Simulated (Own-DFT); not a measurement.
# What random displacements cost in diamond germanium, 16 atoms (Ge16)

All numbers below are calculated, not measured. The program, named Own-DFT, is a retired in-house plane-wave density functional code that no person has reviewed. Each row is one single-point run on a periodic cell that was not relaxed, without spin or spin-orbit coupling.

Settings of every run: PBE; PseudoDojo norm-conserving scalar-relativistic files; cutoff 42 hartree; 5 x 5 x 5 k mesh centred on Gamma; Fermi-Dirac smearing of 0.1 eV.

Known limits: k mesh not checked against a denser one; stress not checked against mesh or cutoff.

Cell vectors in Å: (0.000, 5.658, 5.658); (5.658, 0.000, 5.658); (5.658, 5.658, 0.000). In each run every atom was moved at random and independently from its ideal site; u is the rms move along one axis. E is the free energy for each atom above the fitted value at u = 0, and F the rms of the force components.

| run | u (Å) | E (meV/atom) | F (eV/Å) | largest force (eV/Å) | P (GPa) |
|---|---|---|---|---|---|
| 1 | 0.0185 | 7.7 | 0.309 | 0.77 | 3.91 |
| 2 | 0.0213 | 7.5 | 0.299 | 0.80 | 3.89 |
| 3 | 0.0485 | 43.8 | 0.739 | 2.16 | 4.31 |
| 4 | 0.0508 | 46.0 | 0.742 | 2.03 | 4.39 |
| 5 | 0.0936 | 197.1 | 1.708 | 5.43 | 6.54 |
| 6 | 0.0944 | ? | ? | ? | ? |
| 7 | 0.1075 | 197.0 | 1.661 | 5.48 | 6.41 |
| 8 | 0.1336 | 339.0 | 2.272 | 7.58 | 7.92 |

## Worked fit

For small independent moves the energy grows as E = (3/2) K u², with K the mean stiffness felt by one atom. The runs with u up to 0.11 Å give K = 12.7 ± 0.9 eV/Å², with residuals divided by u² + 0.0006 Å², since the noise grows with the moves. The scatter is 6.6 meV/atom at u = 0.05 Å. The forces follow F = G u with G = 15.8 eV/Å²; no force at u = 0 is resolved. G exceeds K because the moves of its neighbours add to the force on an atom, and stiffness differs between atoms. The pressure follows P = 3.79 + 257 u² GPa: at fixed volume, shortened bonds push harder than stretched ones pull.

## Withheld run

Question: what energy and rms force should run 6 give?

The fit gives 170 ± 23 meV/atom and about 1.49 eV/Å. The calculation gave 178.3 meV/atom and 1.652 eV/Å.
